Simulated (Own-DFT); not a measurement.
## Calculated data, Hf₃₆O₇₁ (tetragonal hafnia with one neutral oxygen vacancy, atoms displaced)

A calculation, not a measurement: plane-wave PBE and HSE06 DFT by an unreviewed code, no spin, of a simulated cell at Gamma alone, so results move with cell size and shape, stress positive in tension, energies less offsets, not probed for a lower state with spin; hafnium file: forces about 75 meV/angstrom off all-electron values; oxygen file: force components 24 meV/angstrom off all-electron in a glass; k mesh not checked against a denser one; forces and stress are PBE's, HSE06 gives the energy alone, and its difference from PBE has offsets of its own; offsets are fitted by least squares, one for each functional and potential file, so energies compare only between cells with the same atoms and settings and are not formation energies; the far tail of each file's local potential was reset to the Coulomb form; each entry is a single point on an unrelaxed cell, so the pressure reflects the starting lattice, taken from the Materials Project, from which strain is counted, and rises with the displacements; printed positions are rounded, which can move forces by about a meV/angstrom; the program is a retired in-house code; no spin-orbit coupling. Program: Own-DFT development build.

Settings shared by all entries: first functional PBE; second functional HSE06; exact exchange share 0.25; screening 0.11 1/bohr; exchange divergence Gygi-Baldereschi; potential files PseudoDojo norm-conserving, scalar-relativistic, made for PBE, standard set; wave cutoff 48 hartree; occupations fixed; k mesh 1 x 1 x 1 centred on Gamma.

(1) Hf₃₆O₇₁ (tetragonal hafnia with one neutral oxygen vacancy, atoms displaced)

```
Hf36O71
1.0
     10.7800     0.0000     0.0000
      0.0000    10.7800     0.0000
      0.0000     0.0000    10.4493
Hf O Hf O Hf O Hf O Hf O Hf O Hf O Hf O Hf O Hf O Hf O Hf O Hf O Hf O Hf O Hf O Hf O Hf O
2 4 2 4 2 4 2 4 2 4 2 4 2 3 2 4 2 4 2 4 2 4 2 4 2 4 2 4 2 4 2 4 2 4 2 4
Direct
  0.00921 0.99442 0.00895
  0.16244 0.16589 0.24213
  0.99899 0.17940 0.13258
  0.17212 0.98752 0.34616
  0.00724 0.16586 0.39508
  0.16467 0.99662 0.10294
  0.00665 0.00076 0.51780
  0.15900 0.18170 0.74369
  0.00279 0.16734 0.64041
  0.17659 0.00964 0.84018
  0.00252 0.17288 0.91789
  0.15692 0.00109 0.59014
  0.99325 0.34190 0.99597
  0.16022 0.49845 0.25483
  0.98625 0.51187 0.14911
  0.16508 0.34379 0.34672
  0.00705 0.50465 0.39261
  0.16936 0.33553 0.08778
  0.00379 0.32733 0.50430
  0.15808 0.50529 0.74177
  0.99464 0.50619 0.65009
  0.16884 0.33432 0.84532
  0.99667 0.49347 0.90722
  0.16004 0.32304 0.59082
  0.98331 0.66303 0.99281
  0.16023 0.81914 0.24861
  0.00408 0.83656 0.15909
  0.16923 0.66784 0.34531
  0.01078 0.83637 0.39056
  0.16568 0.66716 0.10320
  0.00072 0.67179 0.50265
  0.14840 0.82828 0.74766
  0.99438 0.84992 0.64602
  0.17229 0.67125 0.83841
  0.00544 0.83219 0.90576
  0.17365 0.66603 0.59652
  0.33105 0.99996 0.00007
  0.49634 0.16910 0.24926
  0.34079 0.16731 0.15290
  0.49790 0.99800 0.35778
  0.31802 0.17142 0.38982
  0.33342 0.99905 0.49330
  0.49937 0.15794 0.74011
  0.32981 0.17218 0.65585
  0.50910 0.00396 0.85239
  0.34085 0.16840 0.89987
  0.51041 0.00401 0.59018
  0.33006 0.34073 0.00193
  0.50448 0.49742 0.25886
  0.33282 0.51138 0.14834
  0.50568 0.33925 0.35810
  0.32428 0.50067 0.41159
  0.49685 0.33301 0.09537
  0.32220 0.33475 0.49358
  0.51442 0.50320 0.74377
  0.32753 0.49396 0.65013
  0.49784 0.32234 0.84120
  0.34981 0.49760 0.91972
  0.50534 0.33971 0.59251
  0.33061 0.66992 0.00457
  0.51469 0.83583 0.22999
  0.34181 0.83574 0.14853
  0.50167 0.66089 0.34192
  0.34788 0.84154 0.41387
  0.49785 0.67988 0.09825
  0.34134 0.66253 0.48731
  0.48763 0.82728 0.74835
  0.31766 0.84957 0.65219
  0.49848 0.66249 0.85198
  0.32965 0.83221 0.91172
  0.50446 0.66280 0.59931
  0.66791 0.98476 0.98931
  0.84188 0.16764 0.25076
  0.65999 0.15894 0.14677
  0.84575 0.98660 0.35101
  0.65695 0.16337 0.39894
  0.82836 0.99707 0.09060
  0.65983 0.01155 0.50130
  0.83633 0.16534 0.74535
  0.67283 0.16586 0.66760
  0.83705 0.99719 0.83878
  0.66120 0.15923 0.88856
  0.83826 0.99586 0.59996
  0.67393 0.33635 0.99545
  0.82986 0.50830 0.24734
  0.66229 0.50093 0.14863
  0.82460 0.32683 0.34009
  0.66457 0.50352 0.41230
  0.83816 0.31570 0.09527
  0.65569 0.33704 0.48902
  0.82571 0.47850 0.74954
  0.66219 0.49226 0.65763
  0.84388 0.34243 0.85192
  0.66274 0.51410 0.90518
  0.83011 0.32564 0.59906
  0.67034 0.66315 0.00442
  0.83366 0.82502 0.25127
  0.66505 0.83595 0.16187
  0.82583 0.67942 0.35288
  0.67151 0.83850 0.40349
  0.83263 0.67230 0.10214
  0.66923 0.65408 0.50195
  0.85231 0.83113 0.75280
  0.66134 0.83333 0.66767
  0.83157 0.67001 0.85517
  0.66548 0.82584 0.91465
  0.84122 0.65750 0.60956
```

Results for Hf₃₆O₇₁ (tetragonal hafnia with one neutral oxygen vacancy, atoms displaced): PBE energy of cell above offsets -86.235 eV; HSE06 less PBE above offsets 0.691 eV; PBE pressure 6.09 GPa; PBE stress xx -6.8 GPa; PBE stress yy -5.02 GPa; PBE stress zz -6.46 GPa; PBE stress yz 1.22 GPa; PBE stress xz 0.62 GPa; PBE stress xy 0.34 GPa.

Force:
```
element  x (eV/Å)  y (eV/Å)  z (eV/Å)
     Hf    -2.171     2.086    -0.644
     Hf     0.746    -1.361     0.618
      O     0.817    -1.562     3.584
      O     0.441     1.847    -0.525
      O    -0.107     0.866    -0.057
      O     0.903     0.913     -0.09
     Hf    -4.259     0.175    -6.457
     Hf     2.607    -2.528     2.108
      O    -1.249     0.678     0.589
      O    -1.384     -1.29     0.161
      O    -0.199      -1.1     -3.16
      O     4.722     0.394     2.369
     Hf     2.224    -4.027     2.253
     Hf     0.802     1.942    -2.499
      O     0.783    -0.755     -0.02
      O    -0.045    -2.201     0.373
      O    -1.396     0.056     1.348
      O    -1.934     0.461     1.945
     Hf    -2.184     0.158    -2.523
     Hf     2.355     -0.06     0.817
      O     0.468    -1.281     0.134
      O    -0.442     1.922    -0.796
      O     0.543     4.081    -2.369
      O     0.778     0.913     0.975
     Hf      2.25    -0.155     1.171
     Hf     2.192      2.94    -0.238
      O    -1.888    -0.237    -2.255
      O     0.704    -1.743     1.612
      O    -0.393    -2.162     2.505
      O    -1.393      0.03    -1.276
     Hf     0.525    -0.103      -1.6
     Hf     4.637     2.733     0.481
      O     1.729    -2.442    -0.736
      O    -0.817    -2.047     0.789
      O    -0.054    -0.369    -1.191
      O    -1.779     0.305    -0.346
     Hf     1.113     0.734    -0.479
     Hf       1.7    -1.369    -0.315
      O    -1.981    -0.751    -0.525
      O    -0.046     1.388     -1.95
      O     0.594      0.49     1.141
     Hf    -0.518     0.552    -0.032
     Hf    -0.336     1.036     2.866
      O    -0.353     0.009    -1.622
      O    -1.143    -2.363    -0.666
      O    -0.626    -0.339     0.975
      O    -3.784     0.361      2.42
     Hf     2.172    -2.053    -1.239
     Hf    -2.272     0.355    -3.169
      O      0.35    -0.846     2.829
      O    -0.695    -0.432    -0.945
      O     0.324    -0.834    -2.168
      O     1.607     0.521     0.725
     Hf     1.743    -1.232     1.368
     Hf    -6.555    -1.459     3.542
      O     0.105     -0.04     0.624
      O      1.42      2.34    -0.593
      O    -0.817     1.674    -2.073
      O     -1.44    -0.415    -0.107
     Hf     0.788    -0.772     0.636
     Hf    -6.253     0.791     4.422
      O     -1.53     0.451     0.556
      O    -0.144      0.28     1.286
      O    -0.433    -3.483    -0.789
      O     1.626    -0.753    -0.322
     Hf    -0.184     2.692     1.552
     Hf     0.955     0.686     0.831
      O     1.425    -0.475     0.865
      O    -0.199     1.084    -1.203
      O     0.299     0.711    -1.561
      O    -0.951     -0.21    -0.277
     Hf    -0.912     4.057     1.237
     Hf    -0.922    -2.857    -1.427
      O     0.365     0.574     0.762
      O    -0.443     2.399    -1.159
      O     0.643     1.849     0.146
      O     1.828    -0.205     0.131
     Hf     3.399    -3.205    -1.282
     Hf    -0.846    -1.833     1.191
      O    -0.319     0.047    -3.061
      O     0.453      -0.1     0.585
      O     1.979     1.752     2.085
      O     -1.38     1.095     0.488
     Hf    -3.219    -3.242     0.396
     Hf     0.542    -0.818     1.034
      O     1.408    -0.075     0.785
      O     0.098     2.475     0.556
      O     0.748    -1.403    -2.536
      O     -2.28     1.758     0.021
     Hf     1.104     -2.94     1.382
     Hf     1.015      5.22    -2.327
      O     4.066     0.195    -2.352
      O    -1.122    -3.671      1.31
      O     0.889    -3.771    -1.618
      O     0.499      1.07     0.063
     Hf    -2.621     2.149     0.183
     Hf     0.284     4.996     0.457
      O     5.379    -0.084    -3.353
      O     0.364    -4.528     1.068
      O    -0.619    -1.246      0.92
      O    -0.454    -0.287     0.728
     Hf       0.6     6.571     1.523
     Hf    -6.132     0.882     0.223
      O      0.82     -0.51     0.193
      O     1.125    -1.222     0.181
      O     0.156    -1.321    -0.902
      O    -0.987     0.827     -1.28
```

(2) Hf₃₆O₇₁ (tetragonal hafnia with one neutral oxygen vacancy, atoms displaced)

```
Hf36O71
1.0
     10.7800     0.0000     0.0000
      0.0000    10.7800     0.0000
      0.0000     0.0000    10.4493
Hf O Hf O Hf O Hf O Hf O Hf O Hf O Hf O Hf O Hf O Hf O Hf O Hf O Hf O Hf O Hf O Hf O Hf O
2 4 2 4 2 4 2 4 2 4 2 4 2 4 2 4 2 3 2 4 2 4 2 4 2 4 2 4 2 4 2 4 2 4 2 4
Direct
  0.99348 0.01046 0.00326
  0.17362 0.16763 0.24523
  0.99284 0.17013 0.15271
  0.17337 0.00603 0.35306
  0.99993 0.17449 0.39442
  0.16574 0.99120 0.09876
  0.99443 0.00120 0.50134
  0.16555 0.15878 0.75197
  0.99385 0.16288 0.65446
  0.16563 0.99881 0.84783
  0.00423 0.16511 0.90455
  0.17034 0.99977 0.59719
  0.99534 0.33187 0.99689
  0.16122 0.49713 0.25005
  0.99424 0.50654 0.15235
  0.16957 0.33576 0.34771
  0.00186 0.50402 0.39985
  0.16908 0.33401 0.09288
  0.00015 0.33473 0.49873
  0.17104 0.49614 0.74326
  0.00199 0.50656 0.65239
  0.16431 0.32593 0.84288
  0.99378 0.49990 0.90699
  0.17373 0.33203 0.60155
  0.99391 0.65865 0.00230
  0.16992 0.83628 0.24574
  0.00330 0.82599 0.15435
  0.16041 0.66696 0.34097
  0.00236 0.83157 0.40743
  0.16753 0.66816 0.09433
  0.00546 0.67040 0.49934
  0.17031 0.83900 0.75154
  0.00223 0.83355 0.65347
  0.16292 0.66615 0.85089
  0.99998 0.83036 0.90529
  0.17699 0.66161 0.59849
  0.33571 0.99757 0.00434
  0.50180 0.16650 0.25050
  0.32818 0.16505 0.15372
  0.50539 0.00260 0.35419
  0.33538 0.16925 0.39353
  0.49664 0.00072 0.08798
  0.33151 0.00408 0.49255
  0.49731 0.16562 0.75351
  0.33160 0.16756 0.65700
  0.50097 0.99325 0.84713
  0.33591 0.17092 0.90208
  0.50279 0.00648 0.59233
  0.32962 0.33360 0.99675
  0.48899 0.50207 0.24779
  0.50996 0.33016 0.35059
  0.33142 0.50286 0.40226
  0.50407 0.32765 0.10675
  0.33290 0.34053 0.49721
  0.49542 0.49546 0.74653
  0.32720 0.49852 0.65624
  0.49530 0.33796 0.84740
  0.33454 0.49615 0.90891
  0.49560 0.33242 0.59980
  0.33185 0.66007 0.99785
  0.49574 0.83158 0.24720
  0.33605 0.83144 0.15428
  0.50272 0.66177 0.34398
  0.33549 0.84046 0.39815
  0.50036 0.66191 0.09554
  0.33263 0.67537 0.50402
  0.49840 0.83340 0.74928
  0.32828 0.83628 0.65038
  0.50266 0.67024 0.84720
  0.33735 0.83545 0.90312
  0.50088 0.67166 0.59448
  0.66766 0.99333 0.99915
  0.84051 0.17117 0.24508
  0.66668 0.17365 0.14730
  0.82727 0.00139 0.34474
  0.66093 0.16390 0.40493
  0.83118 0.00058 0.09884
  0.66229 0.00057 0.50130
  0.83676 0.16986 0.75103
  0.67147 0.16284 0.64571
  0.83118 0.99697 0.84585
  0.65939 0.17681 0.89381
  0.82841 0.99760 0.59285
  0.66890 0.32276 0.99614
  0.83306 0.49460 0.25197
  0.66875 0.49705 0.15467
  0.83167 0.33344 0.34679
  0.67150 0.50233 0.40531
  0.83417 0.34111 0.09770
  0.67247 0.32881 0.50166
  0.82578 0.49926 0.74853
  0.66585 0.48966 0.64678
  0.84006 0.33893 0.84280
  0.66459 0.50160 0.90029
  0.83295 0.33464 0.59456
  0.66045 0.66388 0.00213
  0.82992 0.83574 0.25587
  0.66867 0.83941 0.15263
  0.83420 0.66969 0.35053
  0.66259 0.83209 0.39871
  0.83269 0.66886 0.10519
  0.66633 0.66336 0.50901
  0.82890 0.83468 0.74697
  0.66268 0.83163 0.65751
  0.83488 0.66585 0.84566
  0.67021 0.83351 0.89880
  0.82841 0.67158 0.60111
```

Results for Hf₃₆O₇₁ (tetragonal hafnia with one neutral oxygen vacancy, atoms displaced): PBE energy of cell above offsets -98.120 eV; HSE06 less PBE above offsets 0.019 eV; PBE pressure 1.9 GPa; PBE stress xx -2.5 GPa; PBE stress yy -0.83 GPa; PBE stress zz -2.36 GPa; PBE stress yz -0.41 GPa; PBE stress xz 0.94 GPa; PBE stress xy -0.08 GPa.

Force:
```
element  x (eV/Å)  y (eV/Å)  z (eV/Å)
     Hf     0.786    -4.094    -0.152
     Hf    -1.113     0.008      1.58
      O     2.635    -0.243      -1.5
      O    -0.572    -0.359    -0.923
      O    -0.219    -0.967     1.011
      O    -0.254     0.967     0.052
     Hf     0.587    -0.302    -0.293
     Hf     0.791     0.767    -0.918
      O     1.149     0.037    -0.622
      O     0.168     0.433     0.583
      O    -0.715     0.645    -0.626
      O    -1.187     0.385     0.071
     Hf     0.813     1.637    -0.023
     Hf     0.264     1.304     -0.56
      O     1.384    -0.805     0.099
      O    -0.184    -0.498    -0.175
      O      0.03    -1.228     0.509
      O    -1.238     0.327     0.582
     Hf     0.561     0.712     0.045
     Hf    -2.734     0.627     1.856
      O    -0.373    -0.493    -0.101
      O    -0.013     1.053     0.469
      O     0.399    -1.386    -0.433
      O    -1.663     0.099    -0.963
     Hf     0.192     2.302    -0.019
     Hf    -1.503    -0.427     0.116
      O    -0.629     0.817     0.939
      O     0.531     0.223     0.672
      O     0.043     1.743    -0.181
      O     0.681    -0.722     0.253
     Hf    -0.971    -0.602     0.387
     Hf     -1.61     -1.52     0.932
      O     0.068     0.148    -0.221
      O      0.95    -0.479    -1.054
      O    -0.257      1.28     0.343
      O    -1.481     0.257    -0.201
     Hf    -1.242      0.16    -1.353
     Hf     0.474     1.022     0.622
      O     1.449    -0.339    -1.011
      O    -0.733    -0.763     -1.79
      O    -0.156     0.572     0.725
      O     1.266     0.088     1.465
     Hf     0.491     0.741     0.673
     Hf     0.118    -0.008    -1.068
      O     0.162     -0.49    -0.229
      O     0.171     1.555    -0.094
      O     0.163    -1.618     0.151
      O    -1.601    -0.244     1.223
     Hf     1.451    -0.589     0.884
     Hf     1.568     -1.27    -0.049
      O     -0.91     1.032    -0.328
      O     0.273     0.422    -0.205
      O    -1.402      0.52    -1.509
     Hf      0.61    -1.378    -0.044
     Hf     1.208     0.285     0.469
      O      2.52     0.135    -1.017
      O     0.142     -0.54     0.084
      O    -0.157      0.55    -0.696
      O     0.367     0.221     0.018
     Hf    -1.041     1.266     0.031
     Hf     1.905     0.029     1.718
      O    -0.227     0.281    -0.829
      O    -0.711     1.026    -0.179
      O     0.047    -1.344     0.186
      O    -0.973    -0.056     0.608
     Hf     0.752     0.035     -1.42
     Hf    -0.321    -0.269     0.033
      O      1.41    -0.266     -0.39
      O    -0.382    -0.977    -0.332
      O    -0.377    -0.371     0.081
      O    -1.263    -0.492     0.762
     Hf    -0.072    -0.012    -0.263
     Hf    -2.771    -0.749     1.673
      O     0.793    -0.642     0.031
      O     1.012     0.858     0.274
      O     0.487     0.453    -0.574
      O     0.181     0.423    -0.311
     Hf     0.143    -0.236    -1.292
     Hf    -1.698    -0.733     -0.63
      O    -0.141     0.659     1.297
      O     0.023     1.919     0.455
      O     0.547    -2.622    -0.381
      O     1.143    -0.356     0.568
     Hf    -1.202     3.106      2.18
     Hf    -1.521     2.546     0.005
      O    -0.995     0.487     0.036
      O     0.175    -0.698     0.534
      O     0.193    -0.528     0.477
      O      0.09    -0.922    -0.438
     Hf    -2.058     0.515    -1.204
     Hf     1.159      1.95      0.06
      O    -0.833     0.631     0.752
      O    -0.181    -1.817     0.792
      O     0.152     -0.75    -0.135
      O     1.501    -0.157     0.585
     Hf     2.233    -0.367     -0.23
     Hf     0.687    -1.726    -0.521
      O    -1.313     0.205    -0.692
      O     0.325     -0.32     0.184
      O     0.152    -0.321     0.857
      O    -1.165     0.045    -0.961
     Hf     0.927     0.378    -2.602
     Hf     1.214    -1.388     0.654
      O    -0.038     0.279    -0.669
      O     -0.31    -0.143    -0.016
      O    -0.162    -0.283      0.79
      O     0.955     -0.25    -0.015
```
